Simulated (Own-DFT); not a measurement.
# Computed records: InGa3As4 (zincblende random alloy, atoms displaced)

A calculation, not a measurement: plane-wave PBE density functional theory by an unreviewed code, no spin, of a simulated periodic cell, stress positive in tension, free energy of the whole cell less one offset for each atom, forces on such cells passed a denser k mesh, this cell's mesh not checked; offsets are fitted by least squares, one for each functional and potential file, so energies compare only between cells with the same atoms and settings and are not formation energies; the far tail of each file's local potential was reset to the Coulomb form; each entry is a single point on an unrelaxed cell, so the pressure reflects the starting lattice, mostly measured values, from which strain is counted, and rises with the displacements; printed positions are rounded, which can move forces by about a meV/angstrom; the program is a retired in-house code; no spin-orbit coupling. Program: Own-DFT development build.

Settings shared by all entries: functional PBE; potential files PseudoDojo norm-conserving, scalar-relativistic, standard set; wave cutoff 42 hartree; occupations Fermi-Dirac; smearing width 0.1 eV; k mesh 3 x 3 x 3 centred on Gamma.

(1) 
```cif
# cell vector a (Å): 11.5091 0.0000 0.0000
# cell vector b (Å): 0.0000 11.5091 0.0000
# cell vector c (Å): 0.0000 0.0000 11.5091
data_InGa3As4
_symmetry_space_group_name_H-M 'P 1'
_symmetry_Int_Tables_number 1
_cell_length_a 11.5091
_cell_length_b 11.5091
_cell_length_c 11.5091
_cell_angle_alpha 90.000
_cell_angle_beta 90.000
_cell_angle_gamma 90.000
_cell_volume 1524.49
loop_
_atom_site_label
_atom_site_type_symbol
_atom_site_fract_x
_atom_site_fract_y
_atom_site_fract_z
_atom_site_occupancy
Ga1 Ga 0.99836 0.00602 0.00452 1
In1 In 0.99882 0.25035 0.25607 1
Ga2 Ga 0.25911 0.99861 0.24594 1
In2 In 0.25393 0.25107 0.01617 1
As1 As 0.13144 0.12200 0.11812 1
As2 As 0.12232 0.37751 0.37290 1
As3 As 0.36886 0.12386 0.37787 1
As4 As 0.36710 0.37955 0.13752 1
Ga3 Ga 0.01149 0.99642 0.50189 1
In3 In 0.99592 0.25933 0.74487 1
Ga4 Ga 0.24788 0.00186 0.75426 1
In4 In 0.24548 0.24367 0.49470 1
As5 As 0.11581 0.12586 0.63371 1
As6 As 0.12965 0.38597 0.87385 1
As7 As 0.37052 0.12418 0.87590 1
As8 As 0.37384 0.37527 0.62803 1
Ga5 Ga 0.98570 0.49636 0.99486 1
Ga6 Ga 0.01737 0.74389 0.25244 1
Ga7 Ga 0.24956 0.50449 0.25694 1
Ga8 Ga 0.25155 0.75269 0.99417 1
As9 As 0.12626 0.64320 0.13196 1
As10 As 0.12476 0.88015 0.36992 1
As11 As 0.37081 0.63180 0.36321 1
As12 As 0.36390 0.88143 0.12677 1
Ga9 Ga 0.00491 0.49342 0.50618 1
Ga10 Ga 0.00661 0.75330 0.75064 1
Ga11 Ga 0.24206 0.49962 0.74816 1
Ga12 Ga 0.25502 0.75796 0.49761 1
As13 As 0.11772 0.63563 0.61983 1
As14 As 0.11880 0.86832 0.87382 1
As15 As 0.37369 0.63006 0.86244 1
As16 As 0.37554 0.87579 0.63604 1
Ga13 Ga 0.49967 0.01351 0.00091 1
Ga14 Ga 0.47972 0.25024 0.26458 1
Ga15 Ga 0.76193 0.00672 0.25155 1
Ga16 Ga 0.74340 0.24799 0.01282 1
As17 As 0.62036 0.12948 0.11485 1
As18 As 0.61888 0.37509 0.37922 1
As19 As 0.88693 0.11532 0.38194 1
As20 As 0.87224 0.37769 0.11689 1
Ga17 Ga 0.50240 0.98499 0.50017 1
Ga18 Ga 0.51101 0.24414 0.74897 1
Ga19 Ga 0.75103 0.99907 0.75214 1
Ga20 Ga 0.75253 0.24800 0.49486 1
As21 As 0.62684 0.14337 0.62372 1
As22 As 0.62433 0.37008 0.86355 1
As23 As 0.86287 0.13018 0.87198 1
As24 As 0.87668 0.37544 0.62237 1
Ga21 Ga 0.50010 0.50384 0.00008 1
Ga22 Ga 0.48456 0.75694 0.25164 1
In5 In 0.75277 0.48419 0.25402 1
Ga23 Ga 0.74552 0.75478 0.00888 1
As25 As 0.63027 0.61967 0.12597 1
As26 As 0.62827 0.88235 0.37982 1
As27 As 0.87912 0.61252 0.37660 1
As28 As 0.87286 0.87570 0.13011 1
In6 In 0.49461 0.49484 0.50416 1
Ga24 Ga 0.50679 0.75204 0.75162 1
In7 In 0.75273 0.50578 0.75686 1
In8 In 0.74911 0.76246 0.50337 1
As29 As 0.62063 0.62728 0.62050 1
As30 As 0.63579 0.87193 0.88255 1
As31 As 0.87215 0.62756 0.87844 1
As32 As 0.87336 0.87244 0.62782 1
_calc_free_energy_of_cell_above_offsets '-20.071'  # eV
_calc_pressure 5.2  # GPa
_calc_stress_xx -5.07  # GPa
_calc_stress_yy -5.26  # GPa
_calc_stress_zz -5.26  # GPa
_calc_stress_yz -0.75  # GPa
_calc_stress_xz 0.57  # GPa
_calc_stress_xy -0.8  # GPa
```

Force:
```tsv
element	x (eV/Å)	y (eV/Å)	z (eV/Å)
Ga	-0.653	-0.42	-0.814
In	-0.07	-0.365	-1.602
Ga	-1.437	0.946	0.827
In	0.111	0.946	-2.28
As	-1.519	-1.736	1.801
As	0.645	1.646	0.511
As	1.394	-2.43	-0.563
As	1.789	1.378	0.404
Ga	-0.481	-0.438	0.781
In	0.247	-0.368	2.057
Ga	-0.496	-0.285	0.001
In	-0.624	0.934	1.53
As	1.28	-1.735	-0.755
As	-0.587	-0.197	1.04
As	1.019	0.127	-0.847
As	-0.965	-1.121	1.612
Ga	1.46	0.973	-0.016
Ga	-2.688	1.118	1.403
Ga	-1.027	0.323	-0.642
Ga	-0.019	-0.212	0.018
As	1.214	-2.799	-2.193
As	0.798	0.018	0.391
As	-0.181	-0.171	1.533
As	1.723	-0.645	-1.477
Ga	-0.259	0.632	-0.33
Ga	-1.272	-0.569	-0.14
Ga	0.515	1.011	-0.83
Ga	-0.33	-0.119	0.027
As	1.006	-0.769	-0.098
As	0.608	1.41	0.7
As	-0.007	-0.465	1.029
As	0.019	0.096	-0.587
Ga	-0.341	-1.607	-0.566
Ga	1.502	0.355	-1.007
Ga	-1.083	-0.067	-0.309
Ga	0.47	0.774	-1.89
As	-0.292	-0.061	2.8
As	0.124	-2.319	-0.3
As	-1.427	0.14	0.638
As	0.571	-1.504	-0.655
Ga	-0.515	1.666	0.887
Ga	-1.913	0.555	0.523
Ga	-0.352	0.28	-0.384
Ga	0.348	0.331	-0.126
As	0.42	-2.727	-0.741
As	-0.599	-0.237	2.408
As	0.472	-0.394	1.283
As	-1.365	0.924	-1.889
Ga	-0.15	-0.257	-0.484
Ga	1.646	0.304	-0.785
In	-0.413	1.188	0.03
Ga	0.685	-0.712	0.194
As	-1.294	1.118	0.006
As	-0.939	0.461	-2.556
As	1.07	1.321	0.412
As	0.881	-0.275	0.12
In	-0.421	1.469	-0.626
Ga	0.292	0.07	0.164
In	-0.574	-0.257	-1.414
In	0.322	-2.283	-0.804
As	-0.013	0.588	0.98
As	-1.447	0.872	-0.635
As	1.199	1.868	0.964
As	1.925	1.7	1.272
```

(2) 
```cif
# cell vector a (Å): 11.5091 0.0000 0.0000
# cell vector b (Å): 0.0000 11.5091 0.0000
# cell vector c (Å): 0.0000 0.0000 11.5091
data_InGa3As4
_symmetry_space_group_name_H-M 'P 1'
_symmetry_Int_Tables_number 1
_cell_length_a 11.5091
_cell_length_b 11.5091
_cell_length_c 11.5091
_cell_angle_alpha 90.000
_cell_angle_beta 90.000
_cell_angle_gamma 90.000
_cell_volume 1524.49
loop_
_atom_site_label
_atom_site_type_symbol
_atom_site_fract_x
_atom_site_fract_y
_atom_site_fract_z
_atom_site_occupancy
Ga1 Ga 0.99926 0.98176 0.00304 1
In1 In 0.00756 0.26356 0.24619 1
Ga2 Ga 0.24426 0.99901 0.25072 1
In2 In 0.23938 0.25045 0.00432 1
As1 As 0.12567 0.12947 0.11851 1
As2 As 0.10641 0.35907 0.37290 1
As3 As 0.38120 0.11863 0.36391 1
As4 As 0.37570 0.36768 0.12574 1
In3 In 0.01158 0.00017 0.49097 1
Ga3 Ga 0.99506 0.25027 0.73840 1
Ga4 Ga 0.25364 0.99431 0.75984 1
Ga5 Ga 0.26249 0.23792 0.49789 1
As5 As 0.12951 0.12299 0.62464 1
As6 As 0.12680 0.36475 0.87704 1
As7 As 0.36296 0.11649 0.87928 1
As8 As 0.38485 0.37389 0.62987 1
Ga6 Ga 0.98751 0.49484 0.99718 1
Ga7 Ga 0.99916 0.73946 0.24966 1
Ga8 Ga 0.24538 0.49346 0.24225 1
Ga9 Ga 0.24399 0.74109 0.99785 1
As9 As 0.14061 0.62350 0.12513 1
As10 As 0.12421 0.88200 0.37609 1
As11 As 0.37203 0.62378 0.37162 1
As12 As 0.36360 0.87786 0.10953 1
Ga10 Ga 0.00532 0.49762 0.48917 1
Ga11 Ga 0.99725 0.76180 0.73539 1
Ga12 Ga 0.24076 0.48223 0.76280 1
Ga13 Ga 0.25085 0.74834 0.50438 1
As13 As 0.12410 0.62886 0.62735 1
As14 As 0.11480 0.86130 0.87044 1
As15 As 0.37764 0.63387 0.87261 1
As16 As 0.37428 0.87409 0.63493 1
Ga14 Ga 0.49199 0.00477 0.01214 1
Ga15 Ga 0.49382 0.25260 0.24383 1
In4 In 0.74962 0.99721 0.25125 1
Ga16 Ga 0.76020 0.25277 0.00462 1
As17 As 0.62179 0.12546 0.13605 1
As18 As 0.62897 0.39103 0.36977 1
As19 As 0.87491 0.12633 0.38380 1
As20 As 0.87334 0.36818 0.11545 1
In5 In 0.50082 0.00006 0.49663 1
In6 In 0.49340 0.26314 0.74285 1
In7 In 0.75114 0.99547 0.74207 1
Ga17 Ga 0.74195 0.25660 0.51555 1
As21 As 0.62719 0.10627 0.61894 1
As22 As 0.63292 0.37648 0.87603 1
As23 As 0.86846 0.13097 0.88471 1
As24 As 0.87833 0.37190 0.63446 1
Ga18 Ga 0.51405 0.50676 0.00635 1
In8 In 0.50393 0.76029 0.24607 1
Ga19 Ga 0.74586 0.50406 0.25438 1
Ga20 Ga 0.74662 0.75331 0.01357 1
As25 As 0.61887 0.62513 0.10936 1
As26 As 0.61894 0.87332 0.38054 1
As27 As 0.88008 0.63208 0.37499 1
As28 As 0.86619 0.87100 0.11761 1
Ga21 Ga 0.49477 0.50663 0.50325 1
Ga22 Ga 0.49854 0.75294 0.73801 1
Ga23 Ga 0.75482 0.49651 0.74120 1
Ga24 Ga 0.75678 0.74668 0.49926 1
As29 As 0.62599 0.62643 0.62975 1
As30 As 0.61324 0.87666 0.87431 1
As31 As 0.86404 0.63031 0.87691 1
As32 As 0.88931 0.88121 0.63043 1
_calc_stress_zz ?
_calc_stress_xx ?
_calc_pressure ?
```

Question: What stress zz does the calculation give for InGa3As4 (zincblende random alloy, atoms displaced) (entry 2)?
Answer: -6.32 GPa

Question: Give the missing stress xx for InGa3As4 (zincblende random alloy, atoms displaced) (entry 2).
Answer: -5.96 GPa

Question: Estimate the pressure of InGa3As4 (zincblende random alloy, atoms displaced) (entry 2).
Answer: 6.06 GPa

Further results for InGa3As4 (zincblende random alloy, atoms displaced) (entry 2):

| Quantity | Value |
| --- | --- |
| free energy of cell above offsets | -15.999 eV |
| stress yy | -5.89 GPa |
| stress yz | -0.16 GPa |
| stress xz | -1.25 GPa |
| stress xy | 0.26 GPa |

Force:
```tsv
element	x (eV/Å)	y (eV/Å)	z (eV/Å)
Ga	0.107	1.421	-0.665
In	-3.911	-4.414	-3.495
Ga	0.224	0.157	-0.932
In	2.489	-0.036	-0.696
As	-1.79	-3.587	1.834
As	5.712	4.14	4.73
As	-1.148	1.03	-0.44
As	0.594	1.893	-0.139
In	-1.615	1.423	1.567
Ga	1.032	-1.286	1.748
Ga	-1.134	-0.28	-0.286
Ga	-0.379	0.548	0.128
As	0.992	0.626	1.122
As	-3.056	1.316	-1.262
As	1.533	0.452	-0.108
As	-4.213	3.261	-3.863
Ga	0.886	0.89	-0.598
Ga	0.903	1.199	-0.815
Ga	0.5	-0.598	1.367
Ga	0.55	0.78	-1.006
As	-2.344	-0.53	0.004
As	2.039	-3.322	-2.236
As	-0.63	-0.372	0.405
As	-0.565	0.004	1.092
Ga	-0.308	0.454	1.141
Ga	0.37	-2.532	1.618
Ga	1.277	1.913	-0.97
Ga	0.128	0.168	-0.341
As	0.022	-1.15	-0.119
As	0.998	0.729	0.579
As	-0.086	-1.426	-0.027
As	-0.991	0.057	-1.01
Ga	0.598	0.272	-1.112
Ga	1.003	0.09	0.942
In	0.436	0.172	0.987
Ga	-2.266	-0.756	-0.569
As	-0.43	1.077	-1.7
As	-1.328	-1.738	1.416
As	-0.964	1.527	-0.39
As	-0.479	2.238	1.279
In	-1.812	-0.587	0.348
In	3.098	-4.357	3.438
In	0.326	-0.102	2.465
Ga	0.217	-0.399	-1.049
As	-0.054	3.778	0.335
As	0.204	0.275	0.575
As	1.58	-0.927	-0.817
As	-0.36	1.112	-1.953
Ga	-2.434	-2.07	-2.38
In	-1.342	-0.936	-0.946
Ga	0.991	0.836	-1.537
Ga	-0.87	-0.462	-2.454
As	2.17	0.945	2.843
As	2.433	-1.204	0.366
As	-0.586	-1.271	0.019
As	1.803	-0.406	1.176
Ga	0.418	0.174	-0.393
Ga	0.455	-0.335	1.423
Ga	-0.422	0.665	1.336
Ga	-0.424	0.723	0.728
As	0.336	-0.22	-0.815
As	0.096	-0.441	0.959
As	0.731	0.052	-0.547
As	-1.309	-0.652	-2.299
```
